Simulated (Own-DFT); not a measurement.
# Response to strain: wurtzite GaN, 72 atoms (Ga36N36)

All numbers below are calculated, not measured. The program, named Own-DFT, is a retired in-house plane-wave density functional code that no person has reviewed. Each row is one single-point run on a periodic cell that was not relaxed, without spin or spin-orbit coupling.

Settings of every run: PBE; PseudoDojo norm-conserving scalar-relativistic files (stringent for Ga); cutoff 96 hartree; 4 x 4 x 3 k mesh centred on Gamma; Gaussian smearing of 0.01 eV.

Known limits: forces not confirmed at this smearing and k mesh; stress not checked against mesh or cutoff.

Unstrained cell vectors in Å: (9.567, 0.000, 0.000); (-4.784, 8.285, 0.000); (0.000, 0.000, 10.370). The unstrained cell has measured lattice constants (interpolated for alloys), not those of this functional. That, the random moves and any unrelaxed bonds set the pressure at no strain. Each run strains this cell uniformly, with the atoms carried along. Every atom was also moved at random, by a Gaussian of width 0.05 Å on each axis. Strain is the symmetric tensor, in per cent. Stress is positive in tension, and the pressure is minus a third of its trace.

| run | e_xx (%) | e_yy (%) | e_zz (%) | e_yz (%) | e_xz (%) | e_xy (%) | s_xx (GPa) | s_yy (GPa) | s_zz (GPa) | s_yz (GPa) | s_xz (GPa) | s_xy (GPa) | P (GPa) | E (meV/atom) |
|---|---|---|---|---|---|---|---|---|---|---|---|---|---|---|
| 1 | -1.10 | -1.62 | -0.66 | 1.16 | 1.09 | 1.32 | -16.10 | -17.50 | -12.14 | 2.74 | 2.33 | 4.13 | 15.25 | 74.1 |
| 2 | -1.89 | -1.84 | -1.52 | 0.13 | -0.98 | 0.33 | -20.03 | -17.71 | -18.08 | 1.45 | -2.00 | 2.75 | 18.61 | 58.5 |
| 3 | 1.23 | -0.31 | 0.71 | -0.98 | -0.10 | 1.88 | -3.23 | -4.84 | -5.00 | -1.29 | 0.23 | 5.90 | 4.35 | 31.7 |
| 4 | -1.71 | -0.81 | -0.90 | -1.25 | 1.98 | 0.14 | -18.05 | -12.93 | -13.32 | -2.18 | 4.23 | -1.61 | 14.77 | 60.8 |
| 5 | -0.12 | 1.49 | -1.40 | 1.43 | 0.76 | -1.41 | -6.87 | -2.07 | -12.16 | 3.32 | 1.06 | -3.60 | 7.03 | 23.3 |
| 6 | -1.14 | 0.17 | 0.58 | -0.85 | -1.55 | 1.37 | -9.83 | -10.08 | -5.21 | -1.02 | -2.85 | 4.61 | 8.37 | 38.4 |
| 7 | -0.77 | 1.42 | -1.85 | 0.85 | -0.47 | 1.20 | -9.43 | -2.74 | -18.70 | 2.10 | -1.79 | 3.35 | 10.29 | 44.9 |
| 8 | -0.95 | -0.80 | -1.59 | 1.96 | -0.77 | -1.71 | -13.53 | -13.55 | -16.69 | 3.71 | -0.43 | -4.77 | 14.59 | 61.0 |
| 9 | -1.42 | -0.94 | 0.80 | 0.63 | 0.03 | -1.31 | -12.80 | -12.16 | -5.64 | 1.54 | -0.58 | -3.94 | 10.20 | 30.5 |
| 10 | -1.92 | -0.30 | -0.30 | 0.52 | 1.03 | 0.31 | -15.98 | -10.03 | -10.51 | 1.68 | 3.06 | 1.30 | 12.17 | 29.5 |
| 11 | 1.00 | -1.51 | 1.80 | -0.40 | 0.59 | -0.29 | -2.91 | -10.77 | -0.61 | -2.18 | 1.09 | 0.30 | 4.76 | 25.8 |
| 12 | 1.28 | -0.46 | 0.45 | 1.00 | -0.24 | -0.32 | -1.27 | -5.76 | -5.00 | 2.03 | 0.19 | -1.41 | 4.01 | 0.0 |
| 13 | 0.01 | 0.53 | 1.60 | -1.85 | -0.30 | 0.60 | -5.53 | -2.63 | -1.08 | -3.81 | -0.57 | 1.93 | 3.08 | 20.9 |
| 14 | -0.12 | 0.48 | 1.23 | 0.07 | -1.38 | 0.70 | -6.83 | -3.04 | -1.35 | 0.04 | -2.78 | 1.45 | 3.74 | 2.0 |
| 15 | -0.76 | -0.43 | 1.16 | -1.11 | 1.82 | -1.12 | ? | ? | ? | ? | ? | ? | ? | ? |

E is the free energy for each atom above the lowest run shown.

## Worked fit

Each stress component was fitted by least squares to a constant and the strains of the runs shown, as fractions, with shears doubled. Shear strains stay in the fit of a normal stress only where such slopes are resolved. The slopes, in GPa:

```
stress  at no strain  per e_xx  per e_yy  per e_zz  scatter
  s_xx          -7.3  415 ± 33  166 ± 30  105 ± 29     1.09
  s_yy          -6.6  162 ± 38  433 ± 35   73 ± 34     1.27
  s_zz          -8.2   43 ± 34   63 ± 31  481 ± 30     1.11
```

Each shear stress against twice its own strain: yz 98 ± 10, xz 100 ± 11, xy 148 ± 16 GPa. These are stiffnesses along x, y and z of the frame in which the cell vectors are given, which need not be the crystal's axes. The atoms are held to the strained lattice; where symmetry lets them move under strain, relaxing them would lower some slopes. The table should be nearly symmetric about its diagonal, and what it lacks of that shows the noise. A ninth of its sum, 216 ± 5 GPa, estimates the bulk modulus near the mean pressure of these runs, 9.4 GPa, so it lies above the value at zero pressure.

## Withheld run

Question: what normal stresses and pressure should run 15 give?

The fit gives s_xx = -10.0, s_yy = -8.9, s_zz = -3.2 and P = 7.4 GPa. The calculation gave -9.70, -9.32, -3.98 and P = 7.67 GPa.
